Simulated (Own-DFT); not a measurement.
# Computed records: SiC (4H silicon carbide, atoms displaced)

A calculation, not a measurement: plane-wave PBE density functional theory by an unreviewed code, no spin, of a simulated periodic cell, stress positive in tension, free energy of the whole cell less one offset for each atom, forces on such cells passed a denser k mesh, this cell's mesh not checked; offsets are fitted by least squares, one for each functional and potential file, so energies compare only between cells with the same atoms and settings and are not formation energies; the far tail of each file's local potential was reset to the Coulomb form; each entry is a single point on an unrelaxed cell, so the pressure reflects the starting lattice, mostly measured values (interpolated for alloys), from which strain is counted, and rises with the displacements; printed positions are rounded, which can move forces by about a meV/angstrom; the program, named Own-DFT, is a retired in-house code; no spin-orbit coupling. Program: Own-DFT development build.

Common to all runs: functional PBE; potential files PseudoDojo norm-conserving, scalar-relativistic, standard set; wave cutoff 42 hartree; occupations Fermi-Dirac; smearing width 0.1 eV; hardware one NVIDIA H100; k mesh 5 x 5 x 3 centred on Gamma.

(1) SiC (4H silicon carbide, atoms displaced)

```xyz
32
Lattice="6.1654 0.0000 0.0000 -3.0827 5.3394 0.0000 0.0000 0.0000 10.0681" Properties=species:S:1:pos:R:3 SiC
Si     3.0744     5.3372     4.0665
Si    -0.0251     1.8028     1.5328
C     -3.0708     5.3202     0.9526
C     -0.0304     1.8001     3.4797
Si    -1.5088     2.6521     4.1487
Si    -1.5753     4.4058     1.5635
C      4.5944     2.6779     0.9622
C     -1.6055     4.3914     3.4680
Si     3.0563     0.0003     4.1062
Si     3.0988     1.7821     1.5795
C     -0.0105     5.3218     0.9136
C      3.0606     1.7664     3.4834
Si     1.5682     2.6709     4.1153
Si     1.4910     4.4211     1.5826
C      1.5125     2.6412     0.9755
C      1.5308     4.3978     3.4791
Si     3.0831     5.3145     9.1177
Si     3.0641     3.5367     6.6401
C      3.0617     5.3263     5.9621
C      3.1250     3.5777     8.5046
Si     4.5918     2.6364     9.1510
Si     4.5877     0.9687     6.6217
C     -1.4921     2.5947     5.9751
C      4.6208     0.8981     8.5263
Si     3.1154     0.0203     9.1355
Si     0.0211     3.5347     6.6192
C      0.0115     5.3271     5.9416
C     -0.0080     3.5559     8.4727
Si     1.5463     2.6507     9.1092
Si     1.5669     0.9284     6.6248
C      1.5847     2.6539     5.9997
C      1.5007     0.8705     8.5070
```

Results for SiC (4H silicon carbide, atoms displaced): free energy of cell above offsets -4.792 eV; pressure 3.74 GPa; stress xx -1.86 GPa; stress yy -4.62 GPa; stress zz -4.75 GPa; stress yz 0.69 GPa; stress xz 0.29 GPa; stress xy 0.29 GPa; wall time 116.5 s.

Force:
```tsv
element	x (eV/Å)	y (eV/Å)	z (eV/Å)
Si	-0.51	-0.017	0.476
Si	0.15	-1.054	1.359
C	-1.068	0.2	-0.285
C	1.001	-0.517	-0.518
Si	-1.16	-0.141	-1.266
Si	0.486	1.156	0.647
C	0.267	-0.584	-0.788
C	1.193	0.76	0.027
Si	0	-0.706	-0.958
Si	-1.057	-0.65	0.519
C	-0.174	0.176	0.959
C	0.811	-0.067	-0.115
Si	-0.754	-0.537	-0.392
Si	0.883	0.216	0.073
C	0.694	0.426	-1.121
C	-0.387	1.208	-0.23
Si	-0.146	0.542	0.582
Si	1.275	1.013	-0.888
C	0.327	0.399	0.772
C	-1.06	-1.029	0.156
Si	1.042	0.97	-0.3
Si	0.921	-3.488	0.002
C	-0.796	2.872	0.523
C	0.084	-0.167	-0.465
Si	-1.201	-0.857	-0.601
Si	-0.071	0.512	-0.464
C	-0.334	0.216	1.482
C	0.129	-0.036	1.077
Si	-0.331	0.36	0.505
Si	-0.826	-1.93	-0.564
C	-0.669	0.364	-0.163
C	1.28	0.391	-0.041
```

(2) SiC (4H silicon carbide, atoms displaced)

```xyz
32
Lattice="6.1654 0.0000 0.0000 -3.0827 5.3394 0.0000 0.0000 0.0000 10.0681" Properties=species:S:1:pos:R:3 SiC
Si     0.0070     0.0143     4.0949
Si    -0.0118     1.8248     1.5443
C     -0.0197     0.0448     0.9990
C     -0.0292     1.7669     3.4497
Si     4.6132     2.6796     4.1069
Si    -1.5237     4.4207     1.5775
C      4.6068     2.6929     0.9641
C     -1.5405     4.4670     3.4662
Si    -0.0235     5.3376     4.1336
Si     3.0506     1.8129     1.6005
C      0.0278     5.3251     0.9632
C      3.0856     1.7686     3.4306
Si     1.5431     2.6815     4.1013
Si     1.5449     4.4398     1.5331
C      1.5081     2.6676     0.9857
C      1.5486     4.4858     3.4561
Si    -3.0618     5.3272     9.1098
Si     3.0048     3.5305     6.5471
C      6.1423     0.0186     6.0041
C      3.1119     3.5528     8.4792
Si     4.6067     2.6751     9.0513
Si     4.5708     0.9080     6.6472
C     -1.4834     2.6930     5.9392
C      4.5830     0.8822     8.4884
Si     3.1064     0.0172     9.0768
Si     0.0068     3.5740     6.5981
C     -0.0103     5.3389     5.9837
C     -0.0378     3.5823     8.5102
Si     1.5467     2.6406     9.0871
Si     1.5783     0.8736     6.5703
C      1.5339     2.6471     5.9720
C      1.4834     0.8336     8.5450
```

It finds free energy of cell above offsets -4.606 eV; pressure 3.76 GPa; stress xx -4.3 GPa; stress yy -3.45 GPa; stress zz -3.54 GPa; stress yz 0.01 GPa; stress xz 0.06 GPa; stress xy -1.17 GPa; wall time 117.7 s.

Force:
```tsv
element	x (eV/Å)	y (eV/Å)	z (eV/Å)
Si	-0.48	0.038	-0.21
Si	-0.619	-0.785	1.094
C	0.692	-0.958	-1.611
C	0.625	0.859	0.381
Si	0.315	-0.261	-1.275
Si	-0.283	1.446	-0.064
C	-0.339	-0.488	-1.305
C	-0.045	-0.413	0.5
Si	0.76	0.121	-1.781
Si	0.639	-1.071	-0.905
C	-0.723	0.698	-0.956
C	-0.365	0.391	1.899
Si	-0.412	-0.037	-1.431
Si	-0.011	0.693	1.199
C	0.824	0.246	-1.641
C	-0.353	-0.775	0.585
Si	-1.587	-0.461	1.3
Si	2.39	1.2	0.832
C	-0.08	-0.337	-0.343
C	-1.48	-0.164	-0.535
Si	0.256	-0.201	1.885
Si	1.434	0.205	-1.381
C	-1.802	-0.46	1.184
C	1.173	0.407	0.097
Si	-1.345	-0.573	2.091
Si	-0.193	-0.38	0.483
C	0.493	0.048	0.156
C	1.213	-0.6	-0.876
Si	-0.369	0.417	1.045
Si	-1.874	-0.211	1.304
C	-0.451	-0.083	0.006
C	1.996	1.489	-1.727
```

(3) SiC (4H silicon carbide, atoms displaced)

```xyz
32
Lattice="6.1654 0.0000 0.0000 -3.0827 5.3394 0.0000 0.0000 0.0000 10.0681" Properties=species:S:1:pos:R:3 SiC
Si     6.1271     0.0359     4.1234
Si     0.0288     1.7781     1.5562
C      3.0631     5.3101     0.9560
C     -0.0013     1.8446     3.4919
Si    -1.5634     2.7202     4.1122
Si    -1.5176     4.4677     1.6174
C      4.6054     2.6865     0.9389
C     -1.5478     4.4400     3.4345
Si     0.0269     5.3035     4.0299
Si     2.9983     1.6952     1.5924
C      3.0337     0.0445     0.9900
C      3.0853     1.7917     3.4782
Si     1.5456     2.7022     4.0744
Si     1.5111     4.4444     1.5948
C      1.5679     2.6749     0.9133
C      1.5466     4.4143     3.4642
Si    -3.0616     5.3092     9.1163
Si     3.1045     3.5650     6.5900
C      3.0789     5.3039     5.9791
C      3.0957     3.5608     8.4469
Si     4.6173     2.6464     9.1269
Si     4.6160     0.9101     6.6146
C     -1.4713     2.6668     5.9777
C      4.6072     0.9057     8.5166
Si     3.0571     0.0210     9.1284
Si     0.0252     3.5888     6.5902
C      3.1184     0.0287     5.9185
C      0.0296     3.4894     8.5154
Si     1.5160     2.6886     9.1510
Si     1.5785     0.8652     6.6197
C      1.5234     2.6797     5.9810
C      1.5852     0.9320     8.5022
```

The calculation gives: free energy of cell above offsets -4.690 eV; pressure 3.7 GPa; stress xx -2.28 GPa; stress yy -3.89 GPa; stress zz -4.93 GPa; stress yz -0.04 GPa; stress xz -0.45 GPa; stress xy 0.39 GPa; wall time 125.3 s.

Force:
```tsv
element	x (eV/Å)	y (eV/Å)	z (eV/Å)
Si	0.969	0.058	-0.887
Si	-1.315	0.176	0.193
C	0.368	0.458	-0.085
C	-0.228	-0.943	-0.638
Si	0.478	-0.9	-0.606
Si	-1.537	-1.213	-1.359
C	0.091	-0.647	0.426
C	-0.292	0.989	1.465
Si	-0.837	0.945	0.836
Si	2.069	3.478	0.344
C	0.866	-2.192	-1.204
C	-0.2	-0.478	-0.123
Si	0.015	-1.364	1.068
Si	0.601	0.134	-0.638
C	-0.864	0.002	0.981
C	0.263	1.17	-0.273
Si	-0.249	0.589	0.041
Si	-0.295	-0.815	-0.063
C	0.278	0.996	0.349
C	-0.153	-0.124	1.035
Si	-0.054	0.728	0.308
Si	0.635	-0.356	-0.002
C	-1.216	0.513	0.052
C	0.355	-0.966	-0.253
Si	0.723	-0.94	0.207
Si	0.254	-0.216	0.561
C	-0.409	-0.481	0.708
C	-1.246	2.01	-0.422
Si	1.553	-0.182	-1.013
Si	-0.596	0.796	-0.776
C	0.968	-0.357	-0.307
C	-0.995	-0.869	0.075
```

(4) SiC (4H silicon carbide, atoms displaced)

```xyz
32
Lattice="6.1654 0.0000 0.0000 -3.0827 5.3394 0.0000 0.0000 0.0000 10.0681" Properties=species:S:1:pos:R:3 SiC
Si     3.0790     5.3184     4.1023
Si     0.0023     1.8235     1.5461
C      0.0362     0.0167     0.9188
C      0.0153     1.7756     3.4459
Si     4.6271     2.6433     4.0705
Si    -1.5327     4.4498     1.5896
C      4.6605     2.6062     0.9439
C     -1.5469     4.4434     3.4615
Si     3.0809     0.0108     4.1391
Si     3.0800     1.7299     1.5597
C      0.0275     5.3380     0.9355
C      3.0791     1.7911     3.4702
Si     1.5558     2.6921     4.0588
Si     1.5915     4.4238     1.5829
C      1.5221     2.6635     0.9340
C      1.5172     4.4453     3.4500
Si     0.0223     0.0222     9.1259
Si     3.0791     3.5889     6.6677
C     -0.0015     0.0178     5.9560
C      3.1018     3.5428     8.4795
Si    -1.5104     2.6545     9.1489
Si     4.6156     0.8527     6.5889
C      4.5985     2.6593     5.9567
C      4.6054     0.9290     8.5266
Si     3.0928     0.0216     9.1533
Si     0.0565     3.5496     6.6032
C      0.0216     5.3128     6.0013
C      0.0484     3.5600     8.5207
Si     1.5439     2.6454     9.1683
Si     1.5613     0.8486     6.6116
C      1.6091     2.6667     6.0110
C      1.5293     0.8917     8.4979
```

It finds free energy of cell above offsets -5.091 eV; pressure 3.46 GPa; stress xx -2.74 GPa; stress yy -2.32 GPa; stress zz -5.33 GPa; stress yz -0.15 GPa; stress xz 0.01 GPa; stress xy 0.06 GPa; wall time 114.2 s.

Force:
```tsv
element	x (eV/Å)	y (eV/Å)	z (eV/Å)
Si	0.082	0.398	-0.816
Si	0.422	-1.602	0.956
C	-0.206	-0.331	0.688
C	-0.062	-0.117	0.205
Si	0.183	0.524	0.406
Si	0.268	-0.268	-0.557
C	-1.437	1.56	0.114
C	0.224	0.016	0.453
Si	-0.304	-0.216	-1.144
Si	0.227	0.736	0.486
C	-0.165	-0.779	0.576
C	0.057	-0.547	-0.401
Si	-0.272	-0.597	1.107
Si	-0.48	0.878	-0.626
C	1.166	0.03	0.579
C	0.428	0.435	0.472
Si	-0.757	-0.753	-0.316
Si	0.79	-0.673	-1.61
C	0.201	-0.468	0.726
C	-0.053	0.464	1.858
Si	-0.114	0.931	-0.764
Si	0.379	1.548	0.806
C	0.777	0.193	0.523
C	0.657	-1.102	-0.762
Si	-0.069	-0.574	-0.716
Si	-0.908	-1.023	0.331
C	-0.357	-0.096	-0.26
C	-0.605	0.22	-0.094
Si	0.433	0.661	-1.448
Si	-0.203	1.076	0.013
C	-0.887	-0.315	-0.938
C	0.584	-0.208	0.153
```

(5) SiC (4H silicon carbide, atoms displaced)

```xyz
32
Lattice="6.1654 0.0000 0.0000 -3.0827 5.3394 0.0000 0.0000 0.0000 10.0681" Properties=species:S:1:pos:R:3 SiC
Si    -3.0702     5.3380     4.1087
Si     0.0229     1.7847     1.5814
C      6.1305     0.0032     0.8930
C      0.0006     1.7993     3.4804
Si    -1.5445     2.6826     4.0443
Si    -1.5607     4.4215     1.5468
C      4.6033     2.6604     0.9057
C     -1.5297     4.4532     3.4656
Si     3.1114     0.0312     4.0928
Si     3.0620     1.7427     1.5361
C     -0.0170     5.2811     0.9665
C      3.0267     1.7753     3.4854
Si     1.5491     2.6407     4.0429
Si     1.5796     4.4576     1.5368
C      1.5346     2.6802     0.9405
C      1.5193     4.4817     3.4684
Si     0.0162     0.0186     9.1467
Si     2.9983     3.5669     6.5693
C      6.1506     0.0096     5.9765
C      3.0886     3.5040     8.5199
Si     4.5904     2.6397     9.1198
Si     4.6025     0.8730     6.5724
C      4.5931     2.6788     5.9504
C      4.5790     0.8504     8.4794
Si     0.0393     5.3160     9.1167
Si     0.0128     3.5564     6.5608
C      3.0693     0.0142     6.0100
C      0.0240     3.5797     8.5154
Si     1.6060     2.6763     9.1384
Si     1.5324     0.8645     6.6052
C      1.5941     2.6711     5.9496
C      1.4349     0.8995     8.4956
```

Results for SiC (4H silicon carbide, atoms displaced): free energy of cell above offsets -4.724 eV; pressure 3.82 GPa; stress xx -4.93 GPa; stress yy -3.05 GPa; stress zz -3.49 GPa; stress yz -0.06 GPa; stress xz 0.93 GPa; stress xy -1.19 GPa; wall time 118.6 s.

Force:
```tsv
element	x (eV/Å)	y (eV/Å)	z (eV/Å)
Si	-0.301	-0.032	-0.582
Si	-0.806	0	-0.392
C	1.124	0.345	1.398
C	-0.171	-0.693	-0.587
Si	-0.485	-0.12	0.884
Si	-0.124	0.228	0.392
C	0.166	-0.545	1.015
C	-0.209	0.259	-0.378
Si	-0.934	-0.6	0.224
Si	0.18	0.105	0.752
C	0.315	0.788	-0.829
C	1.668	0.048	-1.399
Si	-0.59	1.498	0.957
Si	-1.164	-0.211	1.057
C	0.461	-0.389	0.181
C	1.067	-0.622	-0.405
Si	-1.454	-1.033	-1.311
Si	2.508	0.076	1.136
C	-0.025	-0.141	-0.08
C	0.158	1.603	-0.946
Si	1.437	0.091	-0.798
Si	0.171	1.007	0.693
C	0.272	-0.028	0.075
C	1.237	0.702	0.033
Si	-1.914	0.103	0.196
Si	-0.395	-0.348	0.98
C	0.044	-0.578	-1.118
C	-0.309	-1.143	-0.623
Si	-2.137	-0.441	-0.453
Si	-0.25	0.766	0.431
C	-2.176	-0.885	-0.479
C	2.636	0.189	-0.024
```

(6) SiC (4H silicon carbide, atoms displaced)

```xyz
32
Lattice="6.1654 0.0000 0.0000 -3.0827 5.3394 0.0000 0.0000 0.0000 10.0681" Properties=species:S:1:pos:R:3 SiC
Si    -0.0223     0.0523     4.0498
Si    -0.0161     1.6836     1.5612
C      0.0054     0.0076     0.9537
C      0.0086     1.7333     3.4712
Si    -1.5018     2.6971     4.1022
Si    -1.5520     4.4414     1.5447
C      4.6181     2.6684     0.9843
C     -1.5457     4.4098     3.4399
Si     0.0219     5.3225     4.1304
Si     3.0770     1.7994     1.5164
C      0.0167     5.3058     0.9279
C      3.0752     1.7988     3.4817
Si     1.5663     2.6726     4.0593
Si     1.5794     4.4631     1.5592
C      1.5551     2.6733     1.0132
C      1.5544     4.4198     3.4355
Si    -3.0684     5.3256     9.1112
Si     3.1371     3.5519     6.6128
C     -3.0512     5.3356     5.9468
C      3.1040     3.5414     8.4991
Si    -1.4910     2.6792     9.0845
Si     4.6422     0.9203     6.6218
C      4.5838     2.6911     5.9732
C      4.5599     0.9197     8.4871
Si    -0.0291     5.3322     9.1202
Si     0.0112     3.5860     6.5986
C      3.0851     0.0461     5.9649
C      0.0211     3.5384     8.4967
Si     1.5273     2.6932     9.1280
Si     1.5372     0.9495     6.5693
C      1.5426     2.6948     5.9423
C      1.5061     0.8252     8.5161
```

Results for SiC (4H silicon carbide, atoms displaced): free energy of cell above offsets -4.699 eV; pressure 3.76 GPa; stress xx -3.14 GPa; stress yy -4.6 GPa; stress zz -3.56 GPa; stress yz 0.57 GPa; stress xz 0.61 GPa; stress xy 0.25 GPa; wall time 130.8 s.

Force:
```tsv
element	x (eV/Å)	y (eV/Å)	z (eV/Å)
Si	0.684	-2.499	0.89
Si	0.283	2.967	0.897
C	0.147	-1.223	-1.209
C	-0.037	1.755	-0.522
Si	-1.071	-0.917	-0.715
Si	0.941	-0.189	0.921
C	0.627	-0.353	-1.653
C	0.269	1.423	0.37
Si	-0.494	0.497	-1.81
Si	0.353	-1.035	1.641
C	-0.252	0.659	-0.084
C	0.974	-0.83	-0.558
Si	-0.254	-0.32	0.027
Si	-1.147	-0.552	0.51
C	-0.949	-0.163	-1.809
C	-0.252	0.997	0.468
Si	-1.412	-0.023	0.006
Si	-1.664	0.952	-0.321
C	-0.561	0.447	0.485
C	-0.292	0.234	0.105
Si	-1.111	-0.396	1.395
Si	-0.005	-0.574	-0.753
C	1.984	-0.368	0.114
C	1.278	-0.788	0.356
Si	0.4	-0.014	0.078
Si	-0.179	0.034	-0.284
C	0.227	-0.504	0.954
C	0.006	0.75	-0.446
Si	0.834	-1.22	0.631
Si	-0.078	-1.014	0.49
C	0.105	0.459	0.607
C	0.647	1.807	-0.781
```
